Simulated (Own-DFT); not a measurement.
# What a defect does to the pressure of its cell: zincblende GaAs

Calculated, not measured: single-point runs of Own-DFT, a retired in-house plane-wave DFT program that no person has reviewed, on unrelaxed cells, without spin or spin-orbit coupling.

Method: PBE; PseudoDojo norm-conserving scalar-relativistic files; cutoff 42 hartree; 3 x 3 x 3 k mesh centred on Gamma; Fermi-Dirac smearing of 0.1 eV.

Limits (not all hold for every row): not probed for a lower state with spin; forces on such cells failed a check on a denser k mesh; forces not confirmed at this smearing and k mesh; forces on such cells passed a denser k mesh, each cell not checked; stress not checked against mesh or cutoff.

All runs share one cell, with vectors in Å (11.307, 0.000, 0.000); (0.000, 11.307, 0.000); (0.000, 0.000, 11.307) and a volume of 1445.4 Å³. The atoms are randomly displaced, by u rms on each axis. The defect's site can differ from row to row.

| cell | formula | u (Å) | P (GPa) |
|---|---|---|---|
| no defect | As32Ga32 | 0.0189 | 3.49 |
| no defect | As32Ga32 | 0.0227 | 3.56 |
| no defect | As32Ga32 | 0.0458 | 3.94 |
| one In on a Ga site | As32Ga31In | 0.0330 | 4.32 |
| one In on a Ga site | As32Ga31In | 0.0484 | 4.65 |
| one In on a Ga site | As32Ga31In | 0.0496 | 4.50 |
| one P on an As site | As31Ga32P | 0.0293 | 3.30 |
| one P on an As site | As31Ga32P | 0.0301 | 3.36 |
| one P on an As site | As31Ga32P | 0.0301 | 3.34 |
| two As on a Ga site each | As34Ga30 | 0.0284 | 4.77 |
| two As on a Ga site each | As34Ga30 | 0.0302 | 4.80 |
| two As on a Ga site each | As34Ga30 | 0.0329 | 4.83 |
| one Al on a Ga site | AlAs32Ga31 | 0.0489 | ? |
| one Al on a Ga site | AlAs32Ga31 | 0.0490 | 3.95 |
| one Al on a Ga site | AlAs32Ga31 | 0.0498 | 3.99 |
| one Al on a Ga site | AlAs32Ga31 | 0.0541 | 3.96 |

## Worked fit

P = P0 + c u² + a shift for each defect gives P0 = 3.45 GPa, c = 213 ± 31 GPa/Å² and a scatter of 0.06 GPa. The shifts, and each times the cell's volume:

- two As on a Ga site each: 1.15 ± 0.05 GPa, 10.4 eV (5.2 eV for each of its 2 sites)
- one In on a Ga site: 0.62 ± 0.05 GPa, 5.6 eV
- one Al on a Ga site: -0.04 ± 0.07 GPa, -0.4 eV (not resolved)
- one P on an As site: -0.31 ± 0.05 GPa, -2.8 eV

A positive shift means that the defect pushes the cell outwards. Shift times volume (160.2 GPa Å³ is 1 eV) depends little on the cell's size, so, taken for each site, it can be compared between cells at like pressure. The atoms around the defects weren't relaxed, which would change these numbers.

## The run left out

The question: what pressure belongs in the blank (one Al on a Ga site, u = 0.0489 Å)?

From the fit: 3.92 ± 0.06 GPa. Computed: 3.96 GPa.
